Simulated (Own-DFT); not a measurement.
# Computed records: GaP (zincblende, strained, atoms displaced)

A calculation, not a measurement: plane-wave PBE density functional theory by an unreviewed code, no spin, of a simulated periodic cell, stress positive in tension, free energy of the whole cell less one offset for each atom, forces on such cells passed a denser k mesh, this cell's mesh not checked; offsets are fitted by least squares, one for each functional and potential file, so energies compare only between cells with the same atoms and settings and are not formation energies; the far tail of each file's local potential was reset to the Coulomb form; each entry is a single point on an unrelaxed cell, so the pressure reflects the starting lattice, mostly measured values (interpolated for alloys), from which strain is counted, and rises with the displacements; printed positions are rounded, which can move forces by about a meV/angstrom; the program, named Own-DFT, is a retired in-house code; no spin-orbit coupling. Program: Own-DFT development build.

Common to all runs: functional PBE; potential files PseudoDojo norm-conserving, scalar-relativistic, standard set; wave cutoff 42 hartree; occupations Fermi-Dirac; smearing width 0.1 eV; hardware one NVIDIA H100; k mesh 3 x 3 x 3 centred on Gamma.

(1) GaP (zincblende, strained, atoms displaced)

```
GaP
1.0
     10.8620     0.0000     0.0000
      0.0000    10.8620     0.0000
      0.0000     0.0000    10.9361
Ga P Ga P Ga P Ga P Ga P Ga P Ga P Ga P
4 4 4 4 4 4 4 4 4 4 4 4 4 4 4 4
Direct
  0.99622 0.99685 0.98748
  0.00173 0.24415 0.25285
  0.24998 0.01098 0.26057
  0.25244 0.25100 0.99125
  0.12356 0.13022 0.12993
  0.12658 0.37420 0.38487
  0.38593 0.12558 0.37935
  0.37674 0.37809 0.10817
  0.99321 0.99281 0.49829
  0.99971 0.26080 0.75212
  0.24940 0.99416 0.73834
  0.25795 0.25106 0.49641
  0.12253 0.12503 0.61352
  0.13127 0.37686 0.87604
  0.37758 0.12907 0.87359
  0.38196 0.36929 0.62614
  0.99977 0.50626 0.00263
  0.99589 0.75075 0.24777
  0.25741 0.50921 0.23820
  0.25557 0.74788 0.00182
  0.13173 0.61769 0.12570
  0.12458 0.87205 0.37359
  0.37556 0.61782 0.37643
  0.37731 0.88838 0.12682
  0.98166 0.50621 0.49666
  0.99227 0.74914 0.75501
  0.23328 0.49605 0.75688
  0.24157 0.73753 0.50958
  0.13280 0.62329 0.62252
  0.12179 0.85908 0.87507
  0.38994 0.61364 0.86218
  0.37357 0.88944 0.63639
  0.49598 0.00109 0.00587
  0.51015 0.24421 0.24904
  0.75056 0.00934 0.25957
  0.75549 0.24623 0.00404
  0.60709 0.12255 0.12026
  0.62829 0.36647 0.36221
  0.88308 0.12964 0.36439
  0.87745 0.38447 0.11884
  0.50128 0.99871 0.49562
  0.49522 0.23915 0.76117
  0.74404 0.99637 0.74956
  0.74797 0.26427 0.50427
  0.61849 0.12246 0.61149
  0.62044 0.36689 0.87585
  0.86940 0.14015 0.88247
  0.87848 0.38073 0.62157
  0.48577 0.50347 0.00323
  0.50018 0.73468 0.23900
  0.74912 0.49644 0.25522
  0.76799 0.74484 0.00112
  0.61043 0.62622 0.12804
  0.61784 0.87956 0.37855
  0.87466 0.62093 0.36167
  0.86895 0.89018 0.11767
  0.50151 0.48862 0.49496
  0.48350 0.75501 0.75087
  0.74391 0.49523 0.74546
  0.75896 0.76050 0.49744
  0.63347 0.62580 0.62211
  0.63149 0.85576 0.87752
  0.87029 0.62935 0.86284
  0.86645 0.88275 0.63448
```

- free energy of cell above offsets: -28.096 eV
- pressure: 4.71 GPa
- stress xx: -4.79 GPa
- stress yy: -4.92 GPa
- stress zz: -4.43 GPa
- stress yz: 0.48 GPa
- stress xz: 1.12 GPa
- stress xy: -0.81 GPa
- wall time: 588.3 s

Force:
```csv
element,x (eV/Å),y (eV/Å),z (eV/Å)
Ga,0.806,0.773,0.396
Ga,0.863,2.335,-0.705
Ga,0.011,-0.395,-0.584
Ga,-0.23,-0.529,0.984
P,0.581,-0.725,-1.478
P,-0.296,0.708,-1.323
P,-0.898,0.508,-0.65
P,-0.932,-1.46,2.609
Ga,0.257,0.462,-0.094
Ga,0.344,-0.937,-0.389
Ga,-2.419,2.127,2.37
Ga,-0.14,-0.019,0.526
P,-0.094,0.08,0.956
P,-2.017,-0.612,0.972
P,-1.69,-2.383,0.724
P,-0.772,0.267,0.637
Ga,0.18,0.144,-1.173
Ga,0.577,0.519,-1.003
Ga,0.175,-2.098,1.455
Ga,0.624,-0.178,-0.134
P,-1.209,1.872,-0.673
P,0.076,-0.309,0.518
P,0.079,0.75,0.097
P,-1.145,-1.74,0.812
Ga,2.318,-0.101,-0.16
Ga,0.926,0.335,-1.674
Ga,2.638,0.788,-1.608
Ga,2.103,2.307,-1.875
P,-3.201,-1.175,1.54
P,0.686,1.492,-0.097
P,-2.666,0.53,0.489
P,1.352,-2.441,-3.016
Ga,0.317,-0.936,-2.231
Ga,-1.777,0.518,-0.543
Ga,-1.227,-0.407,-0.924
Ga,-1.983,1.37,1.161
P,3.189,0.341,0.448
P,-0.017,0.773,1.347
P,-1.459,-0.479,2.352
P,-0.391,-1.017,1.113
Ga,-0.625,-0.301,0.76
Ga,1.494,1.254,-2.202
Ga,-1.12,1.322,0.998
Ga,0.223,-1.518,-0.561
P,1.027,0.788,1.768
P,0.602,0.747,0.462
P,1.292,-2.07,-2.238
P,-0.625,-0.248,0.905
Ga,2.497,0.099,-1.021
Ga,-1.97,3.086,2.569
Ga,-0.552,0.198,-1.665
Ga,-1.563,0.113,0.651
P,3.549,-1.995,-2.125
P,1.062,-1.443,-1.28
P,-0.424,1.464,0.986
P,0.325,-1.077,1.146
Ga,0.606,0.545,0.385
Ga,2.183,-0.063,-0.558
Ga,-0.333,-0.234,0.539
Ga,-0.843,-0.751,-0.144
P,-1.236,0.384,-0.722
P,-0.976,1.569,0.038
P,0.191,-2.049,1.192
P,1.676,-0.879,-1.055
```

(2) GaP (zincblende, strained, atoms displaced)

```
GaP
1.0
     10.8620     0.0000     0.0000
      0.0000    10.8620     0.0000
      0.0000     0.0000    10.9361
Ga P Ga P Ga P Ga P Ga P Ga P Ga P Ga P
4 4 4 4 4 4 4 4 4 4 4 4 4 4 4 4
Direct
  0.99822 0.99164 0.00401
  0.00467 0.24936 0.24925
  0.25665 0.00797 0.24672
  0.26394 0.25098 0.00729
  0.11872 0.13272 0.11705
  0.12688 0.37507 0.37683
  0.37924 0.12617 0.36953
  0.36500 0.38816 0.12178
  0.99383 0.99786 0.51697
  0.00083 0.24391 0.73624
  0.24004 0.99967 0.75381
  0.25913 0.25782 0.49424
  0.12650 0.13569 0.63167
  0.13549 0.37795 0.87813
  0.38276 0.11786 0.85958
  0.37979 0.36920 0.62082
  0.99622 0.49955 0.99520
  0.98768 0.76139 0.24076
  0.24510 0.50498 0.25073
  0.25402 0.74056 0.99817
  0.11804 0.62630 0.11221
  0.11971 0.87004 0.38433
  0.36282 0.61587 0.37783
  0.36782 0.87376 0.12461
  0.99413 0.50273 0.50111
  0.98722 0.74613 0.74088
  0.25511 0.49402 0.75243
  0.24900 0.74679 0.49934
  0.12620 0.63577 0.62540
  0.14217 0.88401 0.87314
  0.36669 0.60862 0.88096
  0.37493 0.86298 0.61887
  0.49625 0.00373 0.99418
  0.48786 0.24892 0.24861
  0.74091 0.00045 0.25523
  0.74788 0.24330 0.98819
  0.62633 0.10931 0.12722
  0.62102 0.37492 0.37055
  0.86549 0.12759 0.38014
  0.86962 0.38072 0.12898
  0.50155 0.01284 0.49332
  0.49484 0.25657 0.76057
  0.75007 0.00000 0.75789
  0.74490 0.26050 0.49957
  0.62762 0.12326 0.61722
  0.62616 0.36966 0.87143
  0.86011 0.13459 0.88443
  0.88277 0.38891 0.62531
  0.50873 0.51033 0.00355
  0.49551 0.74136 0.25699
  0.74413 0.50445 0.24843
  0.75319 0.74353 0.00380
  0.63603 0.61478 0.12654
  0.62878 0.87682 0.38403
  0.87119 0.63374 0.37694
  0.87465 0.87408 0.12553
  0.50468 0.49092 0.50817
  0.51406 0.75465 0.74514
  0.75619 0.49936 0.75173
  0.75216 0.75265 0.50397
  0.62770 0.62494 0.63372
  0.63346 0.87813 0.87203
  0.87392 0.61033 0.85934
  0.87856 0.85912 0.62448
```

* free energy of cell above offsets: -28.555 eV
* pressure: 4.73 GPa
* stress xx: -4.88 GPa
* stress yy: -4.87 GPa
* stress zz: -4.43 GPa
* stress yz: 0.24 GPa
* stress xz: -0.29 GPa
* stress xy: -0.3 GPa
* wall time: 584.2 s

Force:
```csv
element,x (eV/Å),y (eV/Å),z (eV/Å)
Ga,0.433,0.875,-0.996
Ga,-0.999,0.251,0.454
Ga,-1.791,-0.718,0.143
Ga,-0.868,-0.629,-1.548
P,0.951,-0.803,0.413
P,-0.562,0.365,-0.139
P,-1.063,0.037,0.72
P,1.873,-0.473,0.72
Ga,0.589,0.593,-1.211
Ga,-1.229,1.941,2.659
Ga,1.952,0.958,-2.378
Ga,-0.727,-0.87,-0.017
P,1.246,-1.77,-1.98
P,-1.175,-1.328,-0.226
P,-1.107,0.434,1.564
P,-0.288,0.449,1.148
Ga,0.155,-0.661,-0.04
Ga,2.117,-1.722,1.662
Ga,-1.143,-0.118,-0.641
Ga,-0.334,0.777,-0.028
P,-0.287,0.387,1.507
P,0.104,1.218,-1.138
P,1.628,0.307,0.481
P,1.105,-0.358,-0.191
Ga,1.439,1.157,-0.828
Ga,2.34,-0.643,1.873
Ga,-0.853,0.155,-1.35
Ga,-0.159,0.154,-0.36
P,0.016,-1.826,0.37
P,-3.126,-2.533,1.724
P,2.094,1.787,-0.598
P,0.429,1.876,0.471
Ga,0.314,-1.075,0.428
Ga,1.177,0.892,-1.261
Ga,1.217,-0.545,0.396
Ga,-2.141,2.299,3.68
P,-1.084,2.156,-0.888
P,-0.163,0.144,-0.146
P,1.096,-0.202,-0.173
P,0.334,-0.92,-0.65
Ga,-0.237,-1.564,0.769
Ga,0.821,-0.643,-1.775
Ga,0.638,0.475,-1.528
Ga,0.585,-0.081,0.306
P,0.042,0.8,1.493
P,-0.012,1.313,0.673
P,4.042,-2.95,-2.998
P,-1.197,-1.988,0.088
Ga,-0.606,-1.423,-0.683
Ga,0.274,0.52,-0.175
Ga,1.514,-1.111,1.82
Ga,0.285,0.068,-1.072
P,-1.713,2.433,-0.42
P,-0.953,-0.672,-0.643
P,0.109,-0.769,-0.77
P,-1.734,1.16,-0.739
Ga,0.079,1.108,-0.723
Ga,-1.588,-0.112,0.949
Ga,-1.956,-1.399,-1.154
Ga,-0.903,-0.729,-0.218
P,0.366,-0.753,-1.259
P,-0.988,-1.019,1.363
P,1.121,2.403,2.718
P,-1.499,2.912,0.353
```
